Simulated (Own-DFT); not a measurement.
Hf₃₆O₇₁ (tetragonal hafnia with one neutral oxygen vacancy, atoms displaced) (calculated)

All values are calculated (Own-DFT development build). A calculation, not a measurement: plane-wave PBE and HSE06 DFT by an unreviewed code, no spin, of a simulated cell at Gamma alone, so results move with cell size and shape, stress positive in tension, energies less offsets, not probed for a lower state with spin; hafnium file: forces about 75 meV/angstrom off all-electron values; oxygen file: force components 24 meV/angstrom off all-electron in a glass; k mesh not checked against a denser one; forces and stress are PBE's, HSE06 gives the energy alone, and its difference from PBE has offsets of its own; offsets are fitted by least squares, one for each functional and potential file, so energies compare only between cells with the same atoms and settings and are not formation energies; the far tail of each file's local potential was reset to the Coulomb form; each entry is a single point on an unrelaxed cell, so the pressure reflects the starting lattice, taken from the Materials Project, from which strain is counted, and rises with the displacements; printed positions are rounded, which can move forces by about a meV/angstrom; the program is a retired in-house code; no spin-orbit coupling.

Common to all runs: first functional PBE; second functional HSE06; exact exchange share 0.25; screening 0.11 1/bohr; exchange divergence Gygi-Baldereschi; potential files PseudoDojo norm-conserving, scalar-relativistic, made for PBE, standard set; wave cutoff 48 hartree; occupations fixed; k mesh 1 x 1 x 1 centred on Gamma.

(1) 
```xyz
107
Lattice="10.7800 0.0000 0.0000 0.0000 10.7800 0.0000 0.0000 0.0000 10.4493" Properties=species:S:1:pos:R:3:force_x:R:1:force_y:R:1:force_z:R:1 formula=Hf36O71 PBE_energy_of_cell_above_offsets=-84.159 HSE06_less_PBE_above_offsets=0.636 PBE_pressure=7.35 PBE_stress_xx=-10.46 PBE_stress_yy=-4.59 PBE_stress_zz=-7 PBE_stress_yz=0.17 PBE_stress_xz=-0.65 PBE_stress_xy=0
Hf     0.1769     0.0351    10.3062     -2.321     -0.661     -0.835
Hf     1.8520     1.7953     2.6491     -3.929      1.218      0.668
O     10.6896     1.7912     1.7371      5.176     -0.922     -2.876
O      1.8699    10.7712     3.5698      0.062     -0.831       0.97
O      0.1040     1.8130     4.1234       0.06     -1.057      2.125
O      1.7412    10.6084     1.0814      0.574      1.771     -1.019
Hf    10.7745     0.0257     5.1866      -0.56      0.527     -0.076
Hf     1.8005     1.9071     7.8136      1.679     -1.291      0.081
O      0.0791     1.9299     6.9534     -2.839     -1.856     -1.934
O      1.6916    10.7170     8.7376     -0.669      2.203      0.721
O     10.7035     1.9487     9.4996       0.51     -7.811     -2.616
Hf    10.6592     3.4688    10.3367      1.432      6.394      3.427
Hf     1.7153     5.2862     2.6401      1.765      0.926      0.937
O     10.7418     5.3935     1.7811       2.71      0.987     -3.246
O      1.8205     3.6912     3.7016      0.655     -2.462     -0.323
O     10.7773     5.3722     4.3162      0.734      0.812      -0.19
O      1.7302     3.5479     0.9383      0.783      0.036      1.445
Hf    10.6640     3.5670     5.2993      0.769      1.078     -1.062
Hf     1.7335     5.3429     7.9246     -0.878     -0.995     -0.748
O     10.7172     5.3541     6.8675      0.356        0.8      0.536
O      1.7046     3.4465     8.9441      0.502      3.228     -0.275
O      0.1105     5.4063     9.4111     -0.243     -0.036      1.461
O      1.7172     3.6091     6.3596      1.856      0.681     -0.729
Hf     0.0756     7.1952     0.1819     -3.497     -0.338     -7.651
Hf     1.7416     8.9409     2.6010     -0.439      0.971      1.187
O     10.6964     9.0001     1.6639      3.724     -0.426     -2.621
O      1.8430     7.2179     3.6289     -0.172     -0.642     -1.818
O     10.7541     9.0066     4.1608      -0.15      0.826      0.319
O      1.7227     7.1912     0.8364      5.124      0.335      4.078
Hf    10.7266     7.2776     5.2777      0.094     -2.007      0.033
Hf     1.9126     8.9365     7.8281     -3.841       0.82      0.167
O     10.7758     8.9394     6.9074      1.135      0.988     -2.326
O      1.6870     7.2606     8.7440      1.149     -2.716      1.061
O     10.7304     8.9407     9.2960       0.21      0.707      3.469
O      1.8699     7.3253     6.0881     -1.657     -0.728      1.356
Hf     3.7059     0.0634     0.1950     -1.351      0.032     -2.587
Hf     5.2856     1.8371     2.6202      5.532     -0.616      0.341
O      3.5781     1.7574     1.7430     -0.921     -1.062     -3.643
O      5.3563     0.0579     3.5889     -1.311     -2.216     -0.402
O      3.5994     1.7892     4.1635     -1.008      -0.18      0.722
O      5.5222    10.6768     0.9580     -2.138     -0.179      0.955
Hf     3.5428     0.0812     5.2313      0.225     -0.432      0.246
Hf     5.4298     1.7161     7.8498     -0.244      3.114     -2.517
O      3.6067     1.9362     6.8836     -0.325     -1.315     -1.781
O      5.4366     0.1803     8.8853      -0.86      -4.99      1.929
O      3.5420     1.8205     9.3624      0.004     -1.322      2.523
O      5.4266     0.0817     6.2963     -3.178     -0.561      0.333
Hf     3.6530     3.5885     0.0343     -0.715      0.495     -0.957
Hf     5.4089     5.4583     2.7130     -0.579     -3.592     -2.233
O      3.5820     5.3652     1.6262     -0.903      0.337     -0.377
O      5.3175     3.4634     3.6371     -0.023      3.201      1.327
O      3.6126     5.3876     4.2502     -0.226     -0.887     -0.373
O      5.3475     3.5559     1.1045     -0.286     -0.351     -1.546
Hf     3.5741     3.5485     5.1650     -0.325      1.145      1.953
Hf     5.3231     5.3757     7.7236      4.817     -0.089      3.214
O      3.7948     5.3871     6.8553      -7.41      0.397     -3.159
O      5.4296     3.3788     8.8298      0.207      3.432      1.533
O      3.6272     5.3057     9.2539      -0.56      0.629      2.201
O      5.3221     3.6487     6.2569      0.828     -0.568     -0.957
Hf     3.5212     7.1827    10.4038      2.517     -1.075     -1.419
Hf     5.1707     8.9782     2.6144      3.605      0.618      0.952
O      3.4599     9.1033     1.4697      1.609     -1.388      2.068
O      5.4069     6.9724     3.7743     -0.187        4.8          0
O      3.5783     8.9623     4.3713      0.953      1.456     -2.278
O      5.3226     7.1237     0.9738      0.249      0.801      0.886
Hf     3.6026     7.1609     5.1845      0.134     -1.267      1.081
Hf     5.3022     9.0974     7.8467      2.159     -2.035      -0.38
O      3.5443     8.9284     6.9170      3.043      1.565     -1.552
O      5.4229     7.2562     8.8427     -0.632      0.686     -0.122
O      3.4109     9.0118     9.5015      1.362      0.816     -0.158
O      5.3005     7.2340     6.2778      1.879      0.416       0.13
Hf     7.2095    10.7251    10.2948      1.584      2.545       2.13
Hf     8.9929     1.7017     2.4953     -3.887      2.347      1.929
O      7.1360     1.8739     1.6462     -0.892       0.42     -1.613
O      8.7721     0.1563     3.5548       1.62     -4.587       1.81
O      7.1590     1.7616     4.1789     -1.131      0.719      1.366
O      8.8042     0.0009     1.0646       2.18     -0.498     -1.113
Hf     7.1309    10.7295     5.3135     -0.752      0.523     -4.234
Hf     8.8827     1.7031     7.7446      2.666      1.281      1.306
O      7.2559     1.7282     6.8824     -3.577      0.896     -2.238
O      9.0998     0.0875     8.8926     -0.074     -1.385     -0.164
O      7.2508     1.7935     9.3072      0.353     -0.725      1.119
O      8.7310    10.7480     6.2479      7.051      0.899      1.161
Hf     7.2014     3.5274    10.3542     -0.567     -0.325      1.669
Hf     9.0341     5.3483     2.4820     -4.333     -2.487      4.945
O      7.1061     5.2420     1.6562      1.608      1.227     -1.286
O      8.8960     3.6210     3.7166      1.053     -0.572     -1.524
O      7.3225     5.3591     4.2567     -1.942      0.918     -0.406
O      9.0807     3.4545     1.1111     -1.871      1.831     -1.696
Hf     7.0651     3.5683     5.0942      2.144     -0.402       0.52
Hf     8.8349     5.3622     7.9055      1.425      0.208     -1.398
O      7.2179     5.3074     6.7670     -0.867      0.789      0.362
O      8.8970     3.5626     8.8245      0.187       0.39      0.815
O      7.1655     5.4094     9.4206      0.677      0.193      0.986
O      8.9995     3.6028     6.2020     -2.257      -0.78      1.338
Hf     7.3261     7.2158     0.0730     -3.224       0.01     -1.729
Hf     9.0439     8.8987     2.4746     -4.909      1.795      4.197
O      7.1799     8.9725     1.6564     -0.909     -1.932     -0.715
O      8.9953     7.0390     3.6224      0.264      2.432     -0.493
O      7.0808     8.9830     4.2216     -0.286     -0.966     -0.284
O      9.1005     7.2127     0.9525     -2.522     -0.326      2.138
Hf     7.1772     7.2346     5.2605      0.046     -0.215     -0.033
Hf     9.0723     8.9300     7.9003     -1.061      1.122     -0.896
O      7.2262     9.0969     6.7219     -2.118     -1.542      2.206
O      9.0498     7.2132     8.8121     -1.341     -1.699      1.661
O      7.2410     9.0366     9.4175      0.003     -2.153     -0.631
O      8.9638     7.3130     6.3243     -0.151     -0.295     -0.845
```

Units: PBE_energy_of_cell_above_offsets, HSE06_less_PBE_above_offsets in eV; PBE_pressure, PBE_stress_xx, PBE_stress_yy, PBE_stress_zz, PBE_stress_yz, PBE_stress_xz, PBE_stress_xy in GPa; force_x, force_y, force_z in eV/Å.

(2) 
```xyz
107
Lattice="10.7800 0.0000 0.0000 0.0000 10.7800 0.0000 0.0000 0.0000 10.4493" Properties=species:S:1:pos:R:3:force_x:R:1:force_y:R:1:force_z:R:1 formula=Hf36O71 PBE_energy_of_cell_above_offsets=-100.925 HSE06_less_PBE_above_offsets=-0.143 PBE_pressure=0.62 PBE_stress_xx=-1.09 PBE_stress_yy=0.31 PBE_stress_zz=-1.09 PBE_stress_yz=0.08 PBE_stress_xz=-0.07 PBE_stress_xy=0.01
Hf     0.0000     0.0345     0.0160     -0.296     -0.316     -0.846
Hf     1.8266     1.8049     2.6142     -0.317     -0.175      0.732
O      0.0207     1.7791     1.5892     -0.306       0.02     -0.181
O      1.8094    10.7283     3.6536      0.156       0.39      0.184
O     10.7579     1.7945     4.2206      0.103     -0.158      0.183
O      1.7834     0.0404     1.0090     -0.085     -0.405      0.128
Hf     0.0308    10.7775     5.2683     -0.157      0.464     -0.497
Hf     1.7851     1.8551     7.8349      0.176     -0.793     -0.032
O      0.0130     1.8311     6.8105     -0.151     -0.668      0.059
O      1.7703     0.0026     8.8440      0.001      1.423     -0.235
O     10.7557     1.8105     9.3995     -0.146      0.152      0.447
Hf    10.7706     3.6120     0.0426      0.459     -0.122     -0.687
Hf     1.8193     5.4145     2.5663      -0.07     -0.541      1.058
O     10.7653     5.4769     1.6031      0.167     -0.474     -0.003
O      1.7930     3.5776     3.6352      -0.07      0.373     -0.258
O      0.0240     5.3741     4.2402     -0.445      0.764     -0.543
O      1.7691     3.5873     1.0327      0.105      0.362     -0.075
Hf    10.7786     3.6253     5.2158      0.977     -0.768     -0.428
Hf     1.7772     5.4198     7.8393      0.374      0.483     -0.169
O      0.0534     5.4045     6.7848     -1.671     -0.124      0.581
O      1.7901     3.5637     8.8547      0.038      1.015      0.166
O      0.0644     5.4243     9.4399     -0.497     -0.879      0.042
O      1.8022     3.6014     6.2350     -0.028     -0.354      0.232
Hf     0.0167     7.1969    10.4386     -0.151       0.41     -0.127
Hf     1.7552     8.9469     2.6048      0.525      0.171      0.185
O     10.7625     8.9462     1.6040      0.878      0.155     -0.702
O      1.8113     7.1760     3.6671     -0.355      0.463     -0.594
O     10.7760     9.0347     4.1507     -0.008     -0.843      0.635
O      1.8279     7.1975     1.0422     -0.227     -0.054     -0.012
Hf    10.7599     7.2153     5.2056      1.826     -0.292      0.392
Hf     1.8148     9.0696     7.8593      0.295     -1.658     -0.338
O      0.0314     8.9947     6.8184      -0.34      0.375     -0.644
O      1.7708     7.2023     8.8359      0.301      -0.07      0.299
O      0.0291     8.9857     9.3850     -0.134      0.441      0.853
O      1.8231     7.1907     6.2494     -0.567     -0.136      -0.62
Hf     3.5866    10.7611     0.0422      0.091      0.059      -0.32
Hf     5.3981     1.8175     2.6073     -0.649     -0.023     -0.305
O      3.5455     1.8268     1.5805      0.719     -0.229     -0.182
O      5.3797     0.0314     3.6047     -0.054      -0.43      0.455
O      3.6058     1.7739     4.1343     -0.047      0.366      1.106
O      5.4024     0.0193     1.0178     -0.568      0.167      0.085
Hf     3.6114    10.7760     5.2127     -1.196      0.095     -0.337
Hf     5.3855     1.7990     7.8205      -0.09      0.143      1.067
O      3.6145     1.7995     6.7976     -0.405     -0.232     -0.096
O      5.4372    10.7634     8.8549     -0.094      0.802     -0.185
O      3.5783     1.8016     9.4213      0.479     -0.351     -0.188
O      5.3770     0.0058     6.2543      0.097      0.015       0.28
Hf     3.5943     3.5634    10.4493     -0.518      0.144     -0.048
Hf     5.3905     5.3759     2.6043      0.159      0.316     -0.052
O      3.5965     5.3898     1.6044      0.069      0.022     -0.232
O      5.4057     3.5932     3.5848      0.141      0.159      0.894
O      3.5567     5.3801     4.1770      0.459      -0.27      0.276
O      5.3248     3.5314     1.0110      1.121      0.447     -0.157
Hf     3.5947     3.6036     5.2935      -0.63      0.267     -1.257
Hf     5.4409     5.3702     7.8215     -1.937      1.313      0.267
O      3.5817     5.3658     6.8078      0.642     -0.429      0.416
O      5.4160     3.6789     8.8609     -0.079     -1.695      0.037
O      3.6251     5.3892     9.4839     -0.254     -0.199      -0.41
O      5.3971     3.5855     6.3011      0.472      0.096     -0.543
Hf     3.6149     7.1483     0.0105     -0.245      0.878      -0.74
Hf     5.3783     8.9995     2.6434        0.7     -0.141     -0.719
O      3.5821     9.0183     1.6031     -0.066      0.213      0.226
O      5.4083     7.1751     3.6339      0.243     -0.148     -0.129
O      3.6698     8.9527     4.2370       0.01       1.15     -0.662
O      5.3514     7.1910     1.0079      0.724     -0.175      0.206
Hf     3.6234     7.2180     5.1795     -1.219     -1.078      0.942
Hf     5.4246     9.0305     7.7990     -0.736     -1.046      0.836
O      3.6022     8.9251     6.7956     -0.019      1.179       0.28
O      5.3989     7.2084     8.8328      0.036      -0.21     -0.188
O      3.5538     9.0349     9.4219      0.202     -0.584      0.269
O      5.3270     7.2064     6.2366      2.202     -0.207     -0.164
Hf     7.1659     0.0243     0.0139      0.375     -1.118     -0.264
Hf     8.9930     1.7552     2.5701     -0.046     -0.277       0.76
O      7.1488     1.8579     1.5823      0.916     -0.199     -0.142
O      8.9979    10.7716     3.6447      0.051      0.188     -0.588
O      7.1839     1.7447     4.1784     -0.098      1.459      0.569
O      8.9807    10.7673     1.0341      0.138      0.492      -0.15
Hf     7.1234     0.0386     5.2268      1.439     -0.474     -0.659
Hf     8.9888     1.8022     7.8184      0.444     -0.984      0.513
O      7.1838     1.8241     6.8433     -0.074      0.075     -0.439
O      8.9594    10.7652     8.8391      0.073       0.38     -0.222
O      7.1678     1.8260     9.4434      0.019     -0.129     -0.258
O      8.9437    10.7455     6.2230      0.448      0.429      0.093
Hf     7.1977     3.5957    10.4248     -0.544     -0.205      0.855
Hf     8.9902     5.3731     2.6386     -0.314      0.121     -0.677
O      7.2067     5.3853     1.5330     -0.378     -0.174      0.258
O      8.9897     3.5890     3.5770     -0.027     -0.341      0.602
O      7.2036     5.3586     4.1480      0.151      0.634      1.051
O      9.0009     3.5691     1.0248     -0.138       0.18     -0.313
Hf     7.1983     3.6082     5.2742     -0.046     -0.641     -1.477
Hf     8.9023     5.3674     7.8411      2.039      0.716      0.503
O      7.1948     5.4052     6.7868      0.126     -0.112     -0.564
O      8.9580     3.6009     8.8572     -0.075      0.335     -0.156
O      7.1660     5.3849     9.3911      0.549      0.083     -0.525
O      9.0181     3.5717     6.2351     -0.999      0.422      0.345
Hf     7.1904     7.1519    10.4296     -0.074      1.398      0.591
Hf     9.0514     8.9579     2.6270     -1.789      1.078     -0.451
O      7.1780     9.0074     1.5807     -0.014     -0.177      0.479
O      9.0294     7.1919     3.6064     -0.237     -0.346      0.962
O      7.1835     9.0591     4.1604     -0.181     -1.324      1.075
O      8.9757     7.2077     1.0084      0.007     -0.073      0.041
Hf     7.2184     7.2264     5.2456     -1.395      0.272     -1.087
Hf     8.9838     8.9421     7.8048      0.698      1.186      1.165
O      7.2218     8.9785     6.8354     -0.772     -0.505     -0.823
O      8.9832     7.2380     8.9295     -0.152     -1.547     -1.095
O      7.1901     8.9762     9.4471     -0.128      0.198     -0.096
O      8.9885     7.1905     6.2449     -0.119     -0.029      0.215
```

Units: PBE_energy_of_cell_above_offsets, HSE06_less_PBE_above_offsets in eV; PBE_pressure, PBE_stress_xx, PBE_stress_yy, PBE_stress_zz, PBE_stress_yz, PBE_stress_xz, PBE_stress_xy in GPa; force_x, force_y, force_z in eV/Å.
